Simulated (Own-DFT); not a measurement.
SiC (3C silicon carbide, atoms displaced) (calculated)

All values are calculated (Own-DFT development build). A calculation, not a measurement: plane-wave PBE density functional theory by an unreviewed code, no spin, of a simulated periodic cell, stress positive in tension, free energy of the whole cell less one offset for each atom, forces on such cells passed a denser k mesh, this cell's mesh not checked; offsets are fitted by least squares, one for each functional and potential file, so energies compare only between cells with the same atoms and settings and are not formation energies; the far tail of each file's local potential was reset to the Coulomb form; each entry is a single point on an unrelaxed cell, so the pressure reflects the starting lattice, mostly measured values (interpolated for alloys), from which strain is counted, and rises with the displacements; printed positions are rounded, which can move forces by about a meV/angstrom; the program, named Own-DFT, is a retired in-house code; no spin-orbit coupling.

Common to all runs: functional PBE; potential files PseudoDojo norm-conserving, scalar-relativistic, standard set; wave cutoff 42 hartree; occupations Fermi-Dirac; smearing width 0.1 eV; hardware one NVIDIA H100; k mesh 4 x 4 x 4 centred on Gamma.

(1) 
```xyz
64
Lattice="8.7192 0.0000 0.0000 0.0000 8.7192 0.0000 0.0000 0.0000 8.7192" Properties=species:S:1:pos:R:3:force_x:R:1:force_y:R:1:force_z:R:1 formula=SiC free_energy_of_cell_above_offsets=-1.717 pressure=6.78 stress_xx=-6.33 stress_yy=-6.84 stress_zz=-7.16 stress_yz=1.32 stress_xz=0.91 stress_xy=-0.52 wall_time=371.2
Si     8.6913     8.6900     8.6848      0.173     -0.039      0.322
Si     0.1181     2.2032     2.1378       -3.5      0.095      1.073
Si     2.1645     8.7053     2.2542      1.886     -0.496     -0.743
Si     2.1026     2.0516     0.1418       4.83      3.417     -5.222
C      1.1207     1.1127     1.1405     -2.107     -3.544      1.134
C      1.0290     3.2935     3.3415     -0.257      0.105     -0.675
C      3.2972     1.0806     3.3226     -0.606     -0.067      0.023
C      3.3678     3.1962     1.1195     -2.975      0.576      0.448
Si     0.0169     0.0492     4.4442     -1.093     -2.628     -2.596
Si     8.6889     2.0705     6.5297        1.9      2.547     -0.721
Si     2.1232     8.6306     6.5483      3.948      2.735     -1.667
Si     2.1165     2.1524     4.3321      1.905      0.759      1.809
C      1.0545     1.0538     5.3887      1.396      0.878       2.39
C      1.0887     3.2226     7.5426     -0.454     -0.114      2.323
C      3.3237     1.0386     7.6430     -1.373      0.755     -0.274
C      3.2582     3.3592     5.5546      1.222     -2.015     -3.262
Si     0.0127     4.4325     8.6804      1.007      -2.18      0.372
Si     0.0181     6.4773     2.2084      0.667      3.313     -1.134
Si     2.0891     4.3303     2.2506      3.436      0.346     -0.556
Si     2.2390     6.4983     0.0135     -0.748      1.104      1.088
C      1.0843     5.4680     1.1990      0.558      -1.19     -2.641
C      1.1882     7.5529     3.2847     -4.146      2.514     -1.578
C      3.3136     5.4267     3.2912     -1.552      0.409     -1.389
C      3.3212     7.6077     1.0897     -1.601     -0.099      0.633
Si     8.6544     4.4965     4.3277      0.498     -2.578      2.027
Si     0.0437     6.4817     6.5435     -0.417       1.38      0.837
Si     2.0826     4.3479     6.4740       2.63     -0.781      2.625
Si     2.0047     6.5100     4.3330      6.853     -0.958      2.181
C      1.1362     5.4315     5.4967     -3.173      0.787     -2.314
C      1.2255     7.6261     7.6302     -4.117     -1.573      1.869
C      3.2112     5.5405     7.5721      0.212     -3.203      1.233
C      3.2934     7.6083     5.4671     -1.114     -0.015     -0.826
Si     4.3370     8.6387     0.0089      1.514       1.59     -1.253
Si     4.3850     2.1135     2.2345     -1.036       0.03      -1.09
Si     6.5407     8.6831     2.2696     -0.263      0.324     -1.363
Si     6.5441     2.2001     8.7100     -1.536     -1.013     -0.179
C      5.3849     1.0694     1.1448       2.24      -0.75     -1.074
C      5.4078     3.1815     3.2669      2.375      1.358      0.114
C      7.7085     1.0392     3.2450     -0.444      1.575      0.412
C      7.6168     3.2756     0.9840      1.529      0.502      2.336
Si     4.4924     0.0023     4.4004     -5.066     -1.409     -0.135
Si     4.4958     2.2622     6.4897     -4.095     -2.504      0.676
Si     6.4835     0.0403     6.4586      3.122     -2.151      2.418
Si     6.5498     2.2375     4.3800       0.63     -2.213     -0.088
C      5.4300     0.9451     5.4973      0.435      6.031     -1.687
C      5.4334     3.3165     7.5641      -0.33     -1.035      3.388
C      7.6021     1.1417     7.5349     -0.781     -2.281      2.418
C      7.6047     3.2353     5.5698      0.494      0.487     -2.857
Si     4.2802     4.3467     0.0099      0.846      0.671     -0.871
Si     4.4140     6.5412     2.1025     -0.505     -0.122      2.449
Si     6.6138     4.3413     2.2204     -1.779      0.145      -1.77
Si     6.6526     6.5362     8.7165     -2.178     -0.221      -2.26
C      5.4850     5.5050     1.0018      0.031     -1.744      1.127
C      5.4248     7.6639     3.3650      2.322     -2.174     -1.996
C      7.6293     5.5895     3.2360     -0.226     -3.348      0.767
C      7.6022     7.5376     1.1037      1.873      2.215      0.934
Si     4.4050     4.3306     4.2519      -1.16       1.25      2.924
Si     4.3454     6.5285     6.5796      1.344      0.902     -2.149
Si     6.5049     4.2456     6.5857      1.293      4.133     -1.665
Si     6.6818     6.5153     4.4307     -3.791      1.621     -0.249
C      5.5027     5.4733     5.3880     -0.091     -1.731      1.233
C      5.5452     7.6764     7.5219     -1.244     -1.932      2.875
C      7.6803     5.4078     7.6134     -0.824      0.905     -0.456
C      7.6493     7.6164     5.4805      1.413      0.647       0.28
```

Units: free_energy_of_cell_above_offsets in eV; pressure, stress_xx, stress_yy, stress_zz, stress_yz, stress_xz, stress_xy in GPa; wall_time in s; force_x, force_y, force_z in eV/Å.

(2) 
```xyz
64
Lattice="8.7192 0.0000 0.0000 0.0000 8.7192 0.0000 0.0000 0.0000 8.7192" Properties=species:S:1:pos:R:3:force_x:R:1:force_y:R:1:force_z:R:1 formula=SiC free_energy_of_cell_above_offsets=-3.346 pressure=6.36 stress_xx=-6.47 stress_yy=-6.18 stress_zz=-6.44 stress_yz=1.89 stress_xz=0.16 stress_xy=1.25 wall_time=366.2
Si     8.6166     0.0839     8.7189      2.422     -2.818      0.748
Si     0.0107     2.1710     2.1223     -1.792      1.423      1.352
Si     2.2962     8.6492     2.1943     -2.001      1.449     -0.674
Si     2.2402     2.1734     8.6943     -1.504      0.663      0.955
C      0.9855     1.1481     1.1462      3.662     -2.721     -2.854
C      1.1165     3.1492     3.1751     -0.416      2.877      1.828
C      3.3321     1.0774     3.2640     -0.758     -1.009      0.423
C      3.2254     3.3409     1.1692      1.422      -1.76     -2.298
Si     8.6819     8.6755     4.4388      1.078      0.388     -1.213
Si     8.6815     2.1488     6.5134      2.039      0.936      0.935
Si     2.2141     0.0510     6.4713      0.688     -3.716      2.499
Si     2.2027     2.1313     4.2637     -0.246      0.528       2.04
C      1.1278     1.0333     5.5665     -1.897      1.908     -3.593
C      1.2026     3.2726     7.5349     -3.113      -1.76      2.403
C      3.2954     1.0147     7.6408      0.039      1.842     -0.822
C      3.4006     3.2507     5.3915     -3.582     -0.437      0.408
Si     8.6467     4.4044     8.6607      2.805     -1.382      1.616
Si     8.7121     6.4704     2.1787     -0.505      1.871     -0.208
Si     2.1200     4.3626     2.1533      0.956      0.126      1.518
Si     2.1381     6.5255     0.0463      1.098      1.117     -0.965
C      1.1348     5.5002     1.1515     -1.699     -1.188     -1.031
C      1.1056     7.6784     3.2541      -0.66     -1.319      0.754
C      3.2789     5.5141     3.3004     -1.567     -1.025     -0.481
C      3.3528     7.6511     1.0588     -1.347     -1.059      0.842
Si     0.0238     4.5128     4.3119      0.263      -3.92       1.42
Si     8.7080     6.4517     6.5507      0.722      1.975      1.279
Si     2.1812     4.3184     6.5668      2.636      1.181     -1.106
Si     2.1858     6.5777     4.3583     -0.003     -0.065      0.749
C      1.1120     5.4486     5.5815      0.497     -0.069     -3.567
C      1.1085     7.5682     7.5947     -0.679      1.711      0.505
C      3.2477     5.4397     7.7215      0.024      0.477     -1.508
C      3.3529     7.6104     5.4372     -0.955       2.03     -0.667
Si     4.3461     0.0251     8.7164      2.158     -0.609      1.088
Si     4.2844     2.1765     2.2077      2.993      1.285      -0.83
Si     6.5834     8.6635     2.1189       1.35     -1.119      2.879
Si     6.5115     2.2213     8.7103      0.113     -0.068       1.32
C      5.6294     0.9848     1.1793     -4.949      3.971     -3.658
C      5.4537     3.3849     3.1941     -1.531     -3.036      2.273
C      7.6813     1.0800     3.1971     -0.618     -0.984      1.856
C      7.6250     3.3195     1.0946      0.363     -0.705     -0.857
Si     4.4693     0.0495     4.3395     -1.064     -1.524     -0.189
Si     4.3304     2.1169     6.4663      1.121      1.905      1.744
Si     6.5085     0.0394     6.5757      0.633     -0.842     -0.265
Si     6.5837     2.0542     4.3808      1.721      4.777     -3.136
C      5.4941     1.2003     5.3633      -1.58     -3.788      3.153
C      5.4402     3.3549     7.6809     -0.518     -2.281     -0.498
C      7.6493     1.1565     7.6788     -1.774     -0.298     -1.683
C      7.5888     3.2132     5.5430      0.838      0.604     -2.422
Si     4.4026     4.4342     0.0293      -2.13       -1.7     -0.215
Si     4.3773     6.4950     2.2102      0.015       1.51     -0.312
Si     6.5294     4.3111     2.1793     -0.171      1.189     -1.485
Si     6.4181     6.5996     0.0260      1.423     -2.282     -0.673
C      5.3845     5.4508     1.0851      2.081      0.639      1.079
C      5.4751     7.6617     3.2335      0.659     -1.046      0.967
C      7.5785     5.3823     3.2164      0.971      1.976      1.008
C      7.5332     7.5472     1.0468      2.516      0.982      0.665
Si     4.2906     4.4118     4.3563      2.911     -0.148     -0.256
Si     4.3224     6.6035     6.5818      0.472     -2.599     -0.126
Si     6.5716     4.3193     6.5911     -0.879      1.042     -0.562
Si     6.5872     6.5349     4.3965     -2.611     -1.287     -1.013
C      5.4331     5.4095     5.5167      0.305      1.014     -0.518
C      5.4145     7.6115     7.6451      0.013      1.958     -0.688
C      7.6789     5.4597     7.6427     -2.846      0.356     -0.161
C      7.6180     7.4943     5.4930      0.387      2.856       0.23
```

Units: free_energy_of_cell_above_offsets in eV; pressure, stress_xx, stress_yy, stress_zz, stress_yz, stress_xz, stress_xy in GPa; wall_time in s; force_x, force_y, force_z in eV/Å.

(3) 
```xyz
64
Lattice="8.7192 0.0000 0.0000 0.0000 8.7192 0.0000 0.0000 0.0000 8.7192" Properties=species:S:1:pos:R:3:force_x:R:1:force_y:R:1:force_z:R:1 formula=SiC free_energy_of_cell_above_offsets=-2.660 pressure=6.21 stress_xx=-6.13 stress_yy=-6.76 stress_zz=-5.73 stress_yz=0.45 stress_xz=1.32 stress_xy=1.08 wall_time=365.1
Si     0.0374     0.0195     8.7054     -0.885     -1.199       2.27
Si     0.0434     2.1102     2.2002     -1.015      1.687     -0.096
Si     2.1672     0.1056     2.1959     -0.033     -2.936      0.205
Si     2.1537     2.2486     0.0188      0.868     -0.189     -0.651
C      1.1327     1.0747     1.0668     -0.314      1.478      0.018
C      1.0884     3.3163     3.3234      1.199     -2.414     -1.667
C      3.2506     1.1388     3.3554      -0.47     -1.222     -0.971
C      3.3423     3.2820     1.0933     -1.511      0.198     -0.139
Si     8.6618     8.7092     4.2755      1.071     -0.212      3.066
Si     0.0843     2.1471     6.5736     -2.072      0.988     -1.478
Si     2.1552     0.0644     6.6121      0.118     -2.332     -0.921
Si     2.1560     2.1128     4.4320     -0.924      2.171      0.207
C      1.0720     1.0829     5.5041     -0.114     -0.736     -1.484
C      1.1318     3.2996     7.4430     -2.949     -3.048      7.106
C      3.2271     1.1547     7.6532      1.208     -0.015     -0.008
C      3.1559     3.2843     5.5288      2.022     -1.313     -0.852
Si     0.0437     4.3469     8.6892     -1.157       -0.5     -0.025
Si     0.0797     6.4927     2.1115     -2.122      2.276      1.563
Si     2.2038     4.3574     2.1080     -0.023      0.086      2.542
Si     2.2442     6.4453     0.0876     -2.469       1.11     -2.719
C      1.0817     5.4133     1.1057       1.05     -0.825      -1.48
C      1.0067     7.6587     3.3222      2.535     -0.863     -2.182
C      3.2442     5.5244     3.2787      1.252     -2.171     -1.871
C      3.1790     7.5412     1.0879      2.283       3.54      1.196
Si     0.0054     4.3001     4.3667      -0.15      1.758      1.065
Si     8.6038     6.6009     6.4523      3.796     -2.002      2.103
Si     2.1138     4.2935     6.6049      3.483      5.198      -3.23
Si     2.2002     6.5294     4.2736      -1.66       1.24      3.122
C      1.1467     5.4179     5.4798     -1.388      1.016     -0.857
C      0.9673     7.6759     7.6400      2.581     -1.639     -0.574
C      3.2841     5.4335     7.6520     -0.135     -0.275     -0.205
C      3.3113     7.6183     5.4652     -1.486      1.357     -0.692
Si     4.4130     0.0779     8.6376     -0.336     -1.167      1.909
Si     4.2396     2.1709     2.2739      4.533      1.269     -1.479
Si     6.5088     0.0616     2.1972      1.256     -1.622      1.142
Si     6.7296     2.1677     8.5607     -4.876      2.614      4.483
C      5.5657     1.1024     1.1483      -3.21      1.076     -2.499
C      5.5682     3.2376     3.2998     -2.996     -0.058      1.011
C      7.6780     1.0422     3.2848     -1.841      1.776        0.1
C      7.5993     3.1933     1.0517      2.223      1.548      0.758
Si     4.3633     8.7060     4.2581     -1.025      0.531      4.174
Si     4.3803     2.2177     6.5628     -0.717       0.09     -0.286
Si     6.5722     0.1449     6.6257     -0.127     -2.836     -1.889
Si     6.4991     2.1013     4.5485       3.67       4.06     -4.794
C      5.4845     1.0991     5.4145     -3.192     -2.057      3.154
C      5.4742     3.3002     7.6384      0.132     -0.343     -0.434
C      7.7184     1.1115     7.7023      1.227     -1.121     -3.003
C      7.6017     3.3283     5.5354      0.847     -2.185      -0.79
Si     4.3988     4.4335     0.0268      0.706     -1.421     -0.092
Si     4.3653     6.6444     2.1907        0.1     -2.216     -0.382
Si     6.5667     4.3991     2.2333      0.233     -1.548     -1.176
Si     6.5387     6.5602     8.6590      1.105      0.319      1.272
C      5.5312     5.4451     1.0809     -1.173      1.323      0.695
C      5.3881     7.6414     3.3550      2.172     -0.042     -2.772
C      7.7278     5.4397     3.2149     -1.166      0.461      1.396
C      7.6044     7.7011     1.1702       0.83     -1.313     -1.833
Si     4.2249     4.3363     4.4478      1.912      0.462     -1.981
Si     4.3394     6.5231     6.5067      0.144      0.566      0.047
Si     6.5091     4.4082     6.5079      0.117      0.427      0.749
Si     6.5176     6.5550     4.3581       1.23      0.156     -0.261
C      5.3989     5.4995     5.3642      0.334     -1.274      1.651
C      5.4647     7.6296     7.5385      -0.09      0.776      1.041
C      7.6956     5.4486     7.6267     -1.618      0.574     -0.511
C      7.6697     7.6933     5.4843     -2.994      0.962     -1.764
```

Units: free_energy_of_cell_above_offsets in eV; pressure, stress_xx, stress_yy, stress_zz, stress_yz, stress_xz, stress_xy in GPa; wall_time in s; force_x, force_y, force_z in eV/Å.

(4) 
```xyz
64
Lattice="8.7192 0.0000 0.0000 0.0000 8.7192 0.0000 0.0000 0.0000 8.7192" Properties=species:S:1:pos:R:3:force_x:R:1:force_y:R:1:force_z:R:1 formula=SiC free_energy_of_cell_above_offsets=-3.712 pressure=5.94 stress_xx=-5.33 stress_yy=-6.49 stress_zz=-6.01 stress_yz=0.87 stress_xz=0.22 stress_xy=1.13 wall_time=365.1
Si     0.0860     0.0377     0.0239     -2.711     -1.541      -3.01
Si     8.6536     2.1561     2.1921     -0.035      0.752     -0.915
Si     2.0739     8.6732     2.1692      2.194      0.527      0.908
Si     2.1971     2.2296     0.1132     -1.282     -2.006     -2.974
C      1.0169     1.0216     1.1316      1.841      2.507      0.866
C      1.0470     3.2612     3.2262      1.127     -0.801     -1.099
C      3.2132     1.0978     3.3098      1.793     -1.282     -1.708
C      3.2121     3.2869     1.0860      3.405     -0.411      0.526
Si     0.0062     8.6995     4.2570       0.87     -0.068      3.315
Si     0.0915     2.2405     6.5088     -1.811     -2.493     -0.125
Si     2.2387     0.0085     6.4523      -1.51      1.889      1.065
Si     2.1679     2.2176     4.2286      -0.21     -0.223      3.456
C      1.0798     1.0897     5.3945      0.834      0.601     -0.486
C      1.0240     3.2387     7.6667      2.806      0.326     -0.327
C      3.2846     1.1164     7.6009     -0.944      0.501      0.639
C      3.2797     3.3732     5.4452     -0.492     -2.317      -0.73
Si     0.0147     4.3038     8.6844     -0.689      1.634      1.709
Si     8.6207     6.5249     2.1978      1.763     -0.168     -0.488
Si     2.2540     4.2374     2.2096     -2.197      3.922      0.053
Si     2.2166     6.6380     0.0318     -2.711     -2.652     -2.454
C      0.9694     5.4554     1.1097      2.751     -0.212     -0.201
C      1.1149     7.6065     3.2879     -1.294     -1.019      -0.51
C      3.3127     5.4864     3.2615     -1.887     -1.158      0.571
C      3.2711     7.6658     1.0311     -1.287      0.452      2.139
Si     0.0782     4.3484     4.2368     -1.702      0.618      2.472
Si     8.6461     6.4725     6.5017      2.638      1.418      1.376
Si     2.0907     4.3407     6.4911      2.319     -0.689       2.35
Si     2.0326     6.4600     4.4427      4.829      3.128      -2.34
C      1.1536     5.4521     5.4933     -3.797     -1.532      -0.44
C      1.1403     7.7032     7.4855     -1.054     -1.325      2.486
C      3.2593     5.4297     7.5626     -1.267     -0.574      2.744
C      3.3181     7.7125     5.5171      0.356     -2.896     -1.445
Si     4.2365     0.0464     0.0360      3.678      0.533     -1.634
Si     4.4103     2.1018     2.2086     -0.532       1.08     -0.241
Si     6.6171     0.0184     2.1648     -2.281     -0.277      0.252
Si     6.5758     2.2892     8.6465     -1.309     -1.877       0.12
C      5.4809     1.1220     1.0334     -0.204      -0.29      0.914
C      5.5497     3.3038     3.3271     -3.086     -0.885     -0.348
C      7.6662     1.0976     3.3434     -1.624     -0.098     -1.729
C      7.5788     3.2773     1.0517       0.53      0.505      1.483
Si     4.4201     8.7081     4.4093     -1.828     -0.263     -0.799
Si     4.4232     2.1571     6.5186     -3.065      1.106      0.277
Si     6.4444     0.0394     6.4902      3.598     -1.668      2.999
Si     6.5090     2.1651     4.3274      1.839       0.17       2.09
C      5.4392     1.0902     5.5105      0.176      0.657     -3.065
C      5.3956     3.2205     7.5472      1.992      2.339      1.358
C      7.6424     1.1884     7.6505      0.399     -1.561      -1.19
C      7.7088     3.2787     5.4370     -0.141     -0.246     -1.716
Si     4.3988     4.4011     0.0098     -0.753     -0.761      -1.17
Si     4.2296     6.5908     2.1303      2.835     -0.766      1.167
Si     6.4274     4.3602     2.1877      3.598      0.203      0.001
Si     6.5557     6.5659     8.6795      1.163      -1.12      1.316
C      5.5027     5.4591     1.1361     -2.193       1.06     -1.476
C      5.3755     7.5581     3.3084      1.685      1.479     -0.851
C      7.6627     5.4279     3.2743     -1.678      0.045      0.402
C      7.6235     7.6190     1.1235      0.601      0.602      -1.15
Si     4.3760     4.4124     4.3961       0.61      0.565       0.01
Si     4.3151     6.4988     6.6418      1.543      1.818     -1.753
Si     6.6067     4.3303     6.4140      -0.85      0.577      2.611
Si     6.5837     6.5523     4.4201     -1.069     -0.804      -0.76
C      5.4705     5.4858     5.5491     -0.029     -0.141     -1.626
C      5.4853     7.5879     7.6919     -1.961      1.635     -1.147
C      7.7221     5.4297     7.6420     -2.254     -0.354     -0.519
C      7.7104     7.5906     5.4639     -2.038      1.832     -1.249
```

Units: free_energy_of_cell_above_offsets in eV; pressure, stress_xx, stress_yy, stress_zz, stress_yz, stress_xz, stress_xy in GPa; wall_time in s; force_x, force_y, force_z in eV/Å.
